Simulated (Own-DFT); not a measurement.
Al$_{3}$GaN$_{4}$ (wurtzite random alloy, strained, atoms displaced) (calculated)

All values are calculated (Own-DFT development build). A calculation, not a measurement: plane-wave PBE density functional theory by an unreviewed code, no spin, of a simulated periodic cell, stress positive in tension, free energy of the whole cell less one offset for each atom, forces on such cells passed a denser k mesh, this cell's mesh not checked; offsets are fitted by least squares, one for each functional and potential file, so energies compare only between cells with the same atoms and settings and are not formation energies; the far tail of each file's local potential was reset to the Coulomb form; each entry is a single point on an unrelaxed cell, so the pressure reflects the starting lattice, mostly measured values, from which strain is counted, and rises with the displacements; printed positions are rounded, which can move forces by about a meV/angstrom; the program is a retired in-house code; no spin-orbit coupling.

Common to all runs: functional PBE; potential files PseudoDojo norm-conserving, scalar-relativistic, standard set with the stringent files for Ga; wave cutoff 96 hartree; occupations Gaussian; smearing width 0.01 eV; k mesh 4 x 4 x 3 centred on Gamma.

(1) Al$_{3}$GaN$_{4}$ (wurtzite random alloy, strained, atoms displaced)

```xyz
72
Lattice="9.3938 0.0000 0.0000 -4.6969 8.1352 0.0000 0.0000 0.0000 9.9648" Properties=species:S:1:pos:R:3 Al3GaN4
Al    -0.0075     1.8440     9.9446
Al     1.6162     1.0100     2.5079
N     -0.0382     1.8692     1.8697
N      1.4899     0.9186     4.4637
Al    -0.0631     1.6890     4.8362
Al     1.6264     0.9837     7.4605
N     -0.0426     1.7717     6.8358
N      1.6069     0.9318     9.3879
Al    -1.5575     4.5071     0.0509
Al    -0.0343     3.5795     2.5251
N     -1.5284     4.5519     1.9429
N      0.0273     3.6622     4.3677
Al    -1.5032     4.5329     4.9303
Al     0.0906     3.6695     7.4795
N     -1.5460     4.5530     6.8197
N      0.0029     3.6465     9.3447
Al    -3.1058     7.1931     0.0312
Al    -1.5666     6.3924     2.5028
N     -3.1916     7.1512     1.8630
N     -1.5654     6.3776     4.4149
Ga    -3.2128     7.4011     5.0068
Al    -1.5209     6.4033     7.4567
N     -3.1204     7.1902     6.8771
N     -1.5777     6.3141     9.3724
Ga     3.1704     1.8369     9.9345
Al     4.6347     0.9278     2.4401
N      3.1838     1.7339     1.8462
N      4.6372     0.9160     4.4676
Al     3.1207     1.9355     5.0165
Al     4.7314     0.8840     7.4508
N      3.1942     1.7589     6.8654
N      4.6729     0.8522     9.3179
Ga     1.5356     4.5187     0.0524
Al     3.1919     3.5306     2.5363
N      1.5342     4.5157     1.9324
N      3.0254     3.6639     4.4283
Al     1.5393     4.6096     4.9825
Al     3.1013     3.6936     7.4516
N      1.5148     4.5553     6.8567
N      3.0748     3.5832     9.5018
Ga    -0.0025     7.2555     0.0377
Ga     1.6143     6.3332     2.4451
N     -0.0124     7.2823     1.9616
N      1.4883     6.3179     4.4731
Ga    -0.0118     7.2776     4.9970
Ga     1.5934     6.2991     7.4421
N      0.0813     7.2216     6.8684
N      1.5360     6.3232     9.3213
Al     6.2551     1.8403     9.9103
Al     7.8676     0.8832     2.5501
N      6.3077     1.8521     1.8804
N      7.8790     0.9643     4.3069
Al     6.3007     1.7911     4.9370
Al     7.7945     0.8342     7.5942
N      6.2478     1.7709     6.9181
N      7.8494     0.8759     9.3289
Al     4.6013     4.5366     9.9455
Ga     6.2005     3.6108     2.4229
N      4.7205     4.5128     1.9482
N      6.3410     3.6750     4.4058
Al     4.7131     4.5002     4.9880
Al     6.3242     3.5775     7.5101
N      4.7375     4.5614     6.8637
N      6.2329     3.5541     9.2508
Al     3.1882     7.3033     9.9578
Al     4.6888     6.2696     2.5160
N      3.1072     7.1672     1.9463
N      4.6509     6.3293     4.3741
Al     3.1210     7.2479     4.9005
Ga     4.7804     6.4269     7.4540
N      3.1314     7.1798     6.9200
N      4.6407     6.2791     9.3073
```

* free energy of cell above offsets: -21.106 eV
* pressure: 8.81 GPa
* stress xx: -7.54 GPa
* stress yy: -7.77 GPa
* stress zz: -11.13 GPa
* stress yz: 1.1 GPa
* stress xz: 0.5 GPa
* stress xy: 0.05 GPa

Force:
| element | x (eV/Å) | y (eV/Å) | z (eV/Å) |
| --- | --- | --- | --- |
| Al | 0.585 | -0.22 | -0.506 |
| Al | -1.45 | -1.905 | -0.494 |
| N | 0.85 | -1.515 | 0.472 |
| N | 2.205 | 3.534 | -3.057 |
| Al | 1.644 | 4.489 | 3.598 |
| Al | -1.478 | -1.084 | 0.106 |
| N | 0.585 | 0.201 | 0.429 |
| N | -1.6 | -0.968 | -0.323 |
| Al | -0.323 | 0.317 | -0.923 |
| Al | 0.383 | 1.691 | -0.161 |
| N | -0.192 | 0.248 | -0.877 |
| N | 0.086 | -1.475 | 0.253 |
| Al | -0.49 | 0.898 | 0.802 |
| Al | -2.947 | -1.34 | -0.966 |
| N | 0.477 | -0.165 | 1.194 |
| N | -1.078 | -0.975 | 0.241 |
| Al | -0.665 | 0.451 | -1.188 |
| Al | -0.304 | -0.917 | 0.638 |
| N | 0.573 | 1.682 | 1.114 |
| N | -1.044 | -0.387 | -0.979 |
| Ga | 1.185 | -4.983 | 0.193 |
| Al | -0.009 | -1.638 | -0.251 |
| N | 2.494 | 2.906 | 0.463 |
| N | -0.463 | -0.411 | -0.11 |
| Ga | -0.194 | -1.645 | -0.495 |
| Al | 2.739 | -0.724 | 1.734 |
| N | -1.406 | 1.749 | 1.91 |
| N | 0.652 | 2.535 | -2.09 |
| Al | -0.156 | -1.821 | 0.234 |
| Al | -0.063 | -0.368 | -0.243 |
| N | -0.706 | 1.762 | 0.499 |
| N | 1.415 | 1.594 | 0.198 |
| Ga | -0.237 | 0.851 | -0.154 |
| Al | -1.313 | 1.448 | -0.651 |
| N | 0.817 | -1.597 | 0.989 |
| N | 1.866 | -0.181 | -0.712 |
| Al | -0.859 | -1.46 | -0.003 |
| Al | 1.083 | -0.604 | 0.281 |
| N | 1.843 | -1.751 | -0.359 |
| N | 1.18 | 1.885 | -2.747 |
| Ga | -0.006 | -1.031 | -0.35 |
| Ga | -2.566 | -0.973 | 1.71 |
| N | -0.138 | -0.031 | -0.169 |
| N | 2.404 | 1.283 | -1.435 |
| Ga | -0.741 | -0.588 | -0.049 |
| Ga | -0.228 | 0.701 | 0.565 |
| N | -1.874 | 1.04 | 1.166 |
| N | 1.405 | 0.67 | 1.947 |
| Al | -0.112 | -1.157 | 0.26 |
| Al | -0.764 | 0.208 | -3.207 |
| N | -0.641 | -2.497 | -0.598 |
| N | -3.02 | -2.356 | 1.039 |
| Al | -0.804 | 1.089 | 1.054 |
| Al | 0.585 | 0.674 | -4.138 |
| N | 1.091 | 0.099 | -0.833 |
| N | -0.132 | 1.166 | 3.074 |
| Al | 1.319 | -0.382 | -0.071 |
| Ga | 2.683 | 0.414 | 1.741 |
| N | -2.653 | 0.314 | -1.592 |
| N | -1.555 | -1.438 | -0.041 |
| Al | 0.429 | 0.666 | 0.235 |
| Al | -0.096 | 0.988 | -3.45 |
| N | -0.665 | -1.508 | 0.363 |
| N | -0.024 | 1.346 | 3.908 |
| Al | -1.132 | -2.079 | 0.118 |
| Al | 0.16 | 0.752 | -0.064 |
| N | 2.698 | 2.343 | -1.4 |
| N | -0.19 | -0.246 | 0.069 |
| Al | -0.603 | -0.571 | 1.554 |
| Ga | -1.875 | -2.011 | -0.133 |
| N | 0.564 | 2.094 | -1.964 |
| N | 0.796 | 0.914 | 2.639 |

(2) Al$_{3}$GaN$_{4}$ (wurtzite random alloy, strained, atoms displaced)

```xyz
72
Lattice="9.3938 0.0000 0.0000 -4.6969 8.1352 0.0000 0.0000 0.0000 9.9648" Properties=species:S:1:pos:R:3 Al3GaN4
Al     0.0096     1.8170     9.9353
Al     1.5636     0.8416     2.5248
N      0.0219     1.8714     1.9021
N      1.5586     0.9493     4.3641
Ga    -0.0403     1.8167     4.9363
Al     1.5215     0.8552     7.5160
N     -0.0183     1.8645     6.9085
N      1.5477     0.8840     9.3657
Ga    -1.5848     4.4961     9.9140
Ga    -0.0408     3.6749     2.4887
N     -1.5807     4.5041     1.9236
N      0.0331     3.6423     4.3799
Al    -1.5803     4.4322     5.0035
Al     0.0026     3.5398     7.5046
N     -1.5627     4.5576     6.7814
N     -0.0340     3.5540     9.3154
Al    -3.1003     7.2074     9.9414
Al    -1.6102     6.3903     2.5385
N     -3.0648     7.2286     1.9794
N     -1.5759     6.4246     4.4078
Al    -3.1603     7.3080     4.9791
Al    -1.5545     6.2876     7.5248
N     -3.1647     7.1293     6.8711
N     -1.5792     6.3612     9.3066
Al     3.1567     1.7430     9.9434
Al     4.7947     0.9310     2.5454
N      3.1351     1.8161     1.8991
N      4.6929     0.8613     4.3393
Al     3.2240     1.8159     5.0678
Ga     4.7715     0.8840     7.4474
N      3.1377     1.8537     7.0218
N      4.6690     0.8886     9.4092
Al     1.4915     4.5083     9.9367
Al     3.1325     3.6361     2.4195
N      1.5328     4.5246     1.9380
N      3.1162     3.6565     4.3013
Ga     1.5956     4.4956     4.9967
Al     3.1708     3.6340     7.4693
N      1.5157     4.4962     6.9179
N      3.1832     3.6702     9.3055
Al    -0.0226     7.2440     9.9467
Al     1.5484     6.2860     2.4573
N      0.0098     7.2335     1.9011
N      1.5564     6.2984     4.3716
Al     0.0279     7.2034     5.0165
Al     1.5269     6.5096     7.4749
N      0.0141     7.2679     6.9404
N      1.4969     6.3598     9.4163
Al     6.2644     1.8218     9.8829
Ga     7.7895     0.9466     2.4214
N      6.2126     1.8347     1.9217
N      7.8304     0.8561     4.3239
Ga     6.2203     1.7417     5.0225
Al     7.8552     0.9049     7.4672
N      6.2674     1.8408     6.8574
N      7.7520     0.8632     9.3609
Ga     4.7694     4.4975     9.9418
Ga     6.2152     3.6779     2.4673
N      4.7662     4.5204     1.8754
N      6.1958     3.6215     4.3381
Al     4.6050     4.5836     5.0287
Al     6.2362     3.5787     7.5358
N      4.6476     4.5107     6.8938
N      6.2369     3.5114     9.3505
Al     3.1553     7.2291     0.0094
Al     4.6617     6.3623     2.4335
N      3.1848     7.2420     1.8870
N      4.7136     6.3150     4.3738
Al     3.0938     7.2444     5.0734
Al     4.7317     6.3149     7.4054
N      3.0785     7.2474     6.9693
N      4.7013     6.3479     9.3573
```

* free energy of cell above offsets: -23.129 eV
* pressure: 8.02 GPa
* stress xx: -6.79 GPa
* stress yy: -6.6 GPa
* stress zz: -10.67 GPa
* stress yz: -0.14 GPa
* stress xz: 0.18 GPa
* stress xy: 0.76 GPa

Force:
| element | x (eV/Å) | y (eV/Å) | z (eV/Å) |
| --- | --- | --- | --- |
| Al | -0.552 | -0.957 | 0.977 |
| Al | 0.414 | 2.141 | -0.855 |
| N | 0.429 | -1.565 | -1.113 |
| N | 1.164 | -0.372 | 1.353 |
| Ga | 0.473 | 0.291 | 0.157 |
| Al | 0.605 | 0.343 | -0.997 |
| N | 0.135 | -2.546 | 0.033 |
| N | 0.078 | -0.156 | 0.451 |
| Ga | 0.164 | 0.307 | 1.087 |
| Ga | 0.62 | -0.888 | 0.43 |
| N | -0.475 | 2.261 | -1.154 |
| N | -1.742 | -0.056 | 0.639 |
| Al | -0.444 | 1.455 | -1.96 |
| Al | -0.094 | 2.547 | -1.539 |
| N | -0.304 | -1.198 | 3.25 |
| N | 0.626 | 0.466 | 0.92 |
| Al | -0.849 | 0.477 | 0.825 |
| Al | 2.195 | -1.248 | 0.321 |
| N | -2.186 | 0.068 | -2.132 |
| N | 0.091 | -1.224 | 0.551 |
| Al | 0.451 | -1.141 | -0.395 |
| Al | -0.162 | 0.24 | -2.605 |
| N | 1.196 | 2.161 | 0.057 |
| N | 0.151 | -0.32 | 1.467 |
| Al | -0.733 | 1.711 | 0.516 |
| Al | -2.332 | -0.799 | -1.868 |
| N | 0.186 | -0.456 | -0.163 |
| N | -0.652 | -0.311 | 2.146 |
| Al | -1.552 | 0.463 | -1.135 |
| Ga | -1.518 | 1.267 | 1.518 |
| N | -0.624 | -1.231 | -2.072 |
| N | 1.041 | 0.03 | -0.34 |
| Al | 1.414 | 0.35 | -0.044 |
| Al | 0.046 | -0.577 | 0.123 |
| N | 1.37 | 0.27 | -1.961 |
| N | 1.516 | -1.329 | 1.084 |
| Ga | -0.535 | 0.219 | 0.451 |
| Al | -1.89 | 0.514 | 0.433 |
| N | 0.803 | 0.96 | 0.877 |
| N | -1.74 | -1.186 | 1.526 |
| Al | 0.124 | 0.079 | 1.166 |
| Al | 0.237 | 1.16 | 0.241 |
| N | -0.277 | 0.114 | -0.034 |
| N | 0.404 | 1.533 | 0.404 |
| Al | -0.757 | -0.244 | -0.841 |
| Al | 0.399 | -3.948 | 1.58 |
| N | -1.401 | -1.221 | -1.633 |
| N | 0.976 | -0.485 | -0.643 |
| Al | -0.843 | -2.13 | 2.239 |
| Ga | 0.729 | -0.02 | 0.07 |
| N | 0.531 | 0.145 | -2.066 |
| N | -0.593 | -0.433 | 1.679 |
| Ga | 0.89 | 1.425 | -2.164 |
| Al | -0.322 | 0.538 | 0.382 |
| N | 1.349 | -0.101 | 1.692 |
| N | 1.398 | 0.709 | -0.155 |
| Ga | -1.582 | 0.783 | 0.143 |
| Ga | 1.497 | -1.542 | 0.983 |
| N | -3.222 | 1.897 | -0.258 |
| N | 0.281 | 0.263 | 2.359 |
| Al | 1.309 | -1.032 | -1.408 |
| Al | 0.363 | 1.264 | -2.42 |
| N | 1.304 | 0.259 | -0.141 |
| N | 1.067 | 1.227 | -0.647 |
| Al | -0.839 | -0.491 | -0.342 |
| Al | 1.353 | -0.814 | 1.135 |
| N | -1.368 | -0.725 | -0.591 |
| N | -0.901 | 1.112 | 0.575 |
| Al | 0.466 | -0.656 | -1.906 |
| Al | -1.561 | -0.497 | 1.443 |
| N | 1.602 | 0.435 | -1.293 |
| N | 0.599 | 0.417 | -0.411 |

(3) Al$_{3}$GaN$_{4}$ (wurtzite random alloy, strained, atoms displaced)

```xyz
72
Lattice="9.3938 0.0000 0.0000 -4.6969 8.1352 0.0000 0.0000 0.0000 9.9648" Properties=species:S:1:pos:R:3 Al3GaN4
Al     0.0228     1.8289     9.9126
Al     1.5773     0.8792     2.5392
N      0.0007     1.8307     1.9332
N      1.5250     0.9719     4.4086
Ga    -0.0794     1.8290     4.9676
Al     1.5010     0.8674     7.4052
N     -0.0094     1.7836     6.8449
N      1.5494     0.8435     9.3441
Ga    -1.6071     4.5765     9.9084
Al     0.0026     3.6740     2.4938
N     -1.5609     4.5765     1.8548
N     -0.1062     3.4983     4.3980
Ga    -1.5882     4.5772     4.9899
Al    -0.0616     3.6481     7.4564
N     -1.4565     4.4626     6.9006
N      0.0255     3.6397     9.3911
Al    -3.1987     7.2007     9.9396
Ga    -1.5220     6.3174     2.4776
N     -3.0780     7.2354     1.9109
N     -1.4543     6.2283     4.3899
Al    -3.0768     7.2371     4.9687
Ga    -1.5214     6.3852     7.4766
N     -3.0097     7.2054     6.8923
N     -1.5444     6.3522     9.4296
Ga     3.0431     1.8079     9.9385
Al     4.7715     0.9789     2.4995
N      3.1695     1.7926     1.8899
N      4.6999     0.8404     4.3807
Al     3.0831     1.8409     4.9808
Al     4.7787     0.9675     7.4613
N      3.1835     1.8573     6.8370
N      4.6789     0.9248     9.3969
Al     1.5545     4.5032     0.0267
Al     3.1562     3.5747     2.4030
N      1.5896     4.5219     1.9585
N      3.0911     3.5043     4.4346
Al     1.5417     4.6014     4.9268
Al     3.1534     3.6727     7.4498
N      1.5501     4.4519     6.8820
N      3.0885     3.7142     9.3899
Al    -0.0370     7.2797     0.0194
Al     1.5553     6.3082     2.4620
N      0.0053     7.2060     1.9725
N      1.6910     6.3518     4.3896
Al     0.0975     7.2363     4.9900
Al     1.6068     6.3383     7.4718
N     -0.0274     7.1145     6.8325
N      1.4962     6.3652     9.4394
Al     6.2957     1.8252     9.9485
Al     7.9000     0.8774     2.5502
N      6.3051     1.8258     1.8704
N      7.8556     0.9516     4.4075
Al     6.1831     1.8390     5.0029
Al     7.7707     1.0205     7.4687
N      6.2880     1.7773     6.7659
N      7.7899     0.8619     9.3934
Ga     4.7429     4.5731     0.0155
Al     6.1627     3.5956     2.3835
N      4.6445     4.5359     1.9073
N      6.3289     3.6429     4.4405
Al     4.6285     4.5296     5.0114
Ga     6.2659     3.5694     7.4429
N      4.7283     4.4707     6.8730
N      6.2958     3.6629     9.2977
Al     3.0832     7.2858     9.9517
Al     4.6466     6.2370     2.5608
N      3.1729     7.2341     1.9046
N      4.7271     6.4007     4.3643
Al     3.1966     7.2216     5.0039
Ga     4.6662     6.2557     7.3799
N      3.1413     7.2769     6.8413
N      4.7360     6.3705     9.4590
```

- free energy of cell above offsets: -21.914 eV
- pressure: 8.38 GPa
- stress xx: -7.47 GPa
- stress yy: -8.41 GPa
- stress zz: -9.26 GPa
- stress yz: 0.94 GPa
- stress xz: -1.07 GPa
- stress xy: -0.17 GPa

Force:
| element | x (eV/Å) | y (eV/Å) | z (eV/Å) |
| --- | --- | --- | --- |
| Al | -0.396 | -0.378 | 1.179 |
| Al | -0.243 | 0.376 | -0.779 |
| N | 0.661 | -0.079 | -1.035 |
| N | 1.426 | -1.939 | 0.041 |
| Ga | 1.472 | -0.949 | 0.696 |
| Al | 1.461 | 0.727 | 0.447 |
| N | -0.552 | 0.482 | 2.314 |
| N | -1.229 | 0.302 | -0.824 |
| Ga | 1.638 | -0.467 | 0.874 |
| Al | -0.857 | -1.243 | 0.179 |
| N | -0.781 | -2.435 | 0.549 |
| N | 2.169 | 4.685 | -1.583 |
| Ga | 0.959 | -2.366 | 0.783 |
| Al | 3.404 | -1.87 | 0.962 |
| N | -3.273 | 1.541 | -0.049 |
| N | -0.047 | -0.871 | -0.752 |
| Al | 2.556 | 1.134 | 1.453 |
| Ga | -0.951 | 0.324 | 0.449 |
| N | -1.944 | 0.029 | -0.075 |
| N | -0.506 | 4.327 | 0.231 |
| Al | 0.727 | 0.216 | -0.382 |
| Ga | -0.097 | -2.4 | 1.48 |
| N | -3.093 | 0.987 | -1.588 |
| N | -0.776 | 1.606 | -0.644 |
| Ga | 0.914 | 0.426 | -0.148 |
| Al | -0.833 | -1.744 | -0.249 |
| N | -0.25 | -0.077 | 0.873 |
| N | -0.202 | 1.448 | 0.21 |
| Al | 0.512 | -2.158 | 0.34 |
| Al | -2.097 | -1.411 | 0.011 |
| N | -0.253 | -0.738 | 1.303 |
| N | 1.193 | 0.29 | -1.052 |
| Al | -0.518 | 1.313 | 0.062 |
| Al | -1.133 | -0.129 | 1.594 |
| N | -0.057 | -0.254 | -0.567 |
| N | 0.605 | 3.68 | -1.684 |
| Al | -0.383 | -2.501 | 0.676 |
| Al | -1.129 | -1.341 | 0.437 |
| N | 0.474 | 1.66 | -0.412 |
| N | 0.69 | -0.738 | -0.797 |
| Al | 0.199 | -0.304 | 0.798 |
| Al | 0.893 | 0.931 | 0.192 |
| N | 1.72 | 1.934 | -1.34 |
| N | -1.073 | -0.115 | -0.32 |
| Al | -0.772 | -0.817 | -0.752 |
| Al | -0.96 | -0.81 | 0.322 |
| N | 3.513 | 2.912 | 0.102 |
| N | 1.062 | -0.369 | -0.937 |
| Al | -0.731 | 0.021 | 0.341 |
| Al | -0.416 | 0.526 | -0.697 |
| N | 0.013 | -0.196 | 0.083 |
| N | -3.114 | -2.268 | -0.393 |
| Al | 1.299 | -0.16 | -2.743 |
| Al | 1.895 | -1.952 | 0.016 |
| N | -0.648 | -0.12 | 2.265 |
| N | 0.488 | 1.972 | -1.266 |
| Ga | -0.952 | -0.49 | -0.729 |
| Al | 2.592 | 0.828 | 1.99 |
| N | 0.517 | -0.797 | 0.743 |
| N | -3.711 | -0.855 | -1.526 |
| Al | 1.063 | -0.697 | -1.399 |
| Ga | 1.24 | 0.837 | -0.832 |
| N | -1.06 | 0.149 | -0.644 |
| N | -1.084 | -1.958 | 1.346 |
| Al | 0.511 | -1.688 | 0.913 |
| Al | 1.088 | 2.409 | -1.654 |
| N | -0.663 | -0.273 | 0.075 |
| N | 0.182 | -1.564 | 1.665 |
| Al | -0.389 | 1.666 | -0.964 |
| Ga | 1.185 | 1.807 | 1.728 |
| N | -0.661 | 0.107 | 1.023 |
| N | -2.488 | -0.128 | -1.929 |

(4) Al$_{3}$GaN$_{4}$ (wurtzite random alloy, strained, atoms displaced)

```xyz
72
Lattice="9.3938 0.0000 0.0000 -4.6969 8.1352 0.0000 0.0000 0.0000 9.9648" Properties=species:S:1:pos:R:3 Al3GaN4
Al    -0.0299     1.8411     9.9470
Al     1.5275     0.8950     2.4511
N     -0.0240     1.7550     1.8941
N      1.5627     0.8513     4.4913
Ga     0.0458     1.7509     5.0142
Al     1.5203     0.9568     7.5380
N      0.0416     1.8137     6.8785
N      1.5887     0.8791     9.2969
Al    -1.4983     4.4621     0.0357
Al     0.0166     3.6527     2.5286
N     -1.5579     4.5523     1.8285
N     -0.0445     3.6719     4.3624
Al    -1.5391     4.5079     5.0353
Al     0.0043     3.5466     7.4722
N     -1.6144     4.4880     6.9596
N     -0.0916     3.6372     9.3832
Al    -3.1756     7.2568     9.9367
Al    -1.5555     6.4174     2.4970
N     -3.1168     7.1983     1.8735
N     -1.6544     6.3079     4.3924
Al    -3.0713     7.1945     4.9560
Ga    -1.6209     6.3288     7.5098
N     -3.1377     7.3613     6.8986
N     -1.5568     6.2864     9.4044
Al     3.1397     1.7693     9.9465
Ga     4.6646     0.8431     2.5018
N      3.0984     1.8701     1.8311
N      4.6638     0.9747     4.3899
Al     3.0431     1.8483     4.8611
Al     4.6282     0.7930     7.4242
N      3.0284     1.8233     6.8071
N      4.7014     0.9424     9.3525
Al     1.6278     4.4169     9.9222
Al     3.1471     3.6367     2.4653
N      1.5426     4.5173     1.8726
N      3.1424     3.6166     4.4079
Al     1.6006     4.5416     4.8839
Ga     3.1192     3.6323     7.4247
N      1.5904     4.4422     6.9284
N      3.1958     3.6678     9.2987
Al     0.0108     7.2602     0.0820
Al     1.5693     6.2988     2.4622
N     -0.0304     7.2378     1.9179
N      1.5827     6.3712     4.3828
Al     0.0857     7.3371     4.9718
Ga     1.5884     6.2791     7.4193
N     -0.0083     7.1537     6.9328
N      1.5322     6.3467     9.3324
Ga     6.2510     1.8330     0.0214
Al     7.7775     0.9651     2.4720
N      6.2892     1.9243     1.9177
N      7.8006     0.9128     4.3175
Al     6.2911     1.8336     5.0453
Ga     7.8322     0.8377     7.3848
N      6.2420     1.8091     6.8707
N      7.8222     0.8857     9.3591
Al     4.7005     4.5187     0.0117
Ga     6.3029     3.6149     2.4772
N      4.6259     4.6175     1.8622
N      6.2977     3.5398     4.3953
Al     4.7333     4.5305     4.9705
Al     6.2281     3.6681     7.4331
N      4.6668     4.5357     6.9149
N      6.2267     3.6512     9.3758
Ga     3.1008     7.2319     9.8978
Al     4.7332     6.3027     2.4980
N      3.0891     7.1973     1.8754
N      4.6606     6.2977     4.3846
Al     3.0330     7.2666     4.9553
Al     4.6865     6.3241     7.4683
N      3.1850     7.2041     6.9084
N      4.7180     6.2548     9.3558
```

- free energy of cell above offsets: -23.367 eV
- pressure: 7.85 GPa
- stress xx: -6.17 GPa
- stress yy: -7.47 GPa
- stress zz: -9.91 GPa
- stress yz: -0.7 GPa
- stress xz: 0.51 GPa
- stress xy: 0.67 GPa

Force:
| element | x (eV/Å) | y (eV/Å) | z (eV/Å) |
| --- | --- | --- | --- |
| Al | 0.045 | -0.862 | 0.083 |
| Al | 0.206 | -0.261 | 0.534 |
| N | 0.286 | 1.274 | -0.083 |
| N | 0.703 | -0.183 | -3.244 |
| Ga | -1.249 | 0.968 | -0.944 |
| Al | 1.218 | -0.35 | -2.411 |
| N | -0.861 | 0.136 | 0.86 |
| N | -0.7 | 1.016 | 2.811 |
| Al | -2.965 | 1.897 | -1.064 |
| Al | -0.977 | -0.655 | -1.385 |
| N | 1.178 | 0.534 | 2.088 |
| N | 1.412 | -0.258 | 0.67 |
| Al | -1.012 | 0.376 | -0.121 |
| Al | -0.591 | 1.503 | 0.272 |
| N | 1.283 | -0.403 | -1.633 |
| N | 3.328 | -1.737 | -0.867 |
| Al | 0.749 | -1.431 | -0.2 |
| Al | -0.897 | -2.204 | -0.093 |
| N | -0.347 | 1.244 | 0.256 |
| N | 2.878 | -0.291 | -0.408 |
| Al | -2.36 | 0.603 | 1.502 |
| Ga | -0.126 | -0.046 | 0.214 |
| N | -0.93 | -1.821 | -0.646 |
| N | -0.032 | 0.966 | 1.341 |
| Al | 0.123 | 1.075 | -1.067 |
| Ga | 0.594 | 2.527 | -0.296 |
| N | -0.48 | -0.762 | 1.06 |
| N | 0.389 | -0.437 | 0.921 |
| Al | 1.103 | -0.569 | 2.184 |
| Al | 0.053 | 2.171 | 0.458 |
| N | 1.355 | -1.197 | 0.129 |
| N | -0.944 | -1.484 | -0.035 |
| Al | -1.137 | 1.842 | -0.166 |
| Al | -0.076 | 0.406 | 0.083 |
| N | 0.383 | -0.315 | 0.339 |
| N | -0.055 | 0.685 | -1.307 |
| Al | -0.75 | -0.317 | 1.541 |
| Ga | 1.224 | -1.585 | 0.147 |
| N | -2.605 | 0.941 | -2.388 |
| N | -0.919 | -1.606 | 2.198 |
| Al | -0.401 | -0.59 | -2.428 |
| Al | 0.217 | 0.473 | -0.294 |
| N | 1.05 | -1.149 | 0.139 |
| N | -1.206 | -0.762 | -0.427 |
| Al | -1.996 | -1.339 | 0.638 |
| Ga | -0.27 | -0.143 | 0.976 |
| N | 0.195 | 1.249 | -2.377 |
| N | -0.691 | -1.312 | 1.291 |
| Ga | 0.245 | 0.367 | -1.046 |
| Al | 0.508 | -1.464 | -0.544 |
| N | -0.672 | -3.445 | -0.272 |
| N | -0.396 | -0.31 | 1.399 |
| Al | -0.505 | -0.447 | -1.177 |
| Ga | -0.365 | 1.734 | 1.51 |
| N | -0.817 | -0.171 | 0.319 |
| N | 0.851 | 1.221 | -0.197 |
| Al | 0.339 | 0.07 | -0.471 |
| Ga | -0.712 | 2.564 | 0.48 |
| N | 0.425 | -1.76 | 0.535 |
| N | -0.244 | 1.808 | 1.043 |
| Al | -0.088 | -0.453 | 0.333 |
| Al | -0.439 | -1.32 | 1.491 |
| N | 1.431 | 0.732 | -1.798 |
| N | 0.929 | 0.226 | -0.403 |
| Ga | 0.612 | -0.839 | 0.735 |
| Al | -1.053 | 1.32 | -0.092 |
| N | 0.456 | 0.975 | 1.141 |
| N | 0.327 | 0.803 | 0.283 |
| Al | 2.852 | -0.101 | 0.152 |
| Al | 1.315 | 0.07 | 0.158 |
| N | -0.588 | -0.698 | -2.127 |
| N | 0.193 | 1.301 | -0.304 |
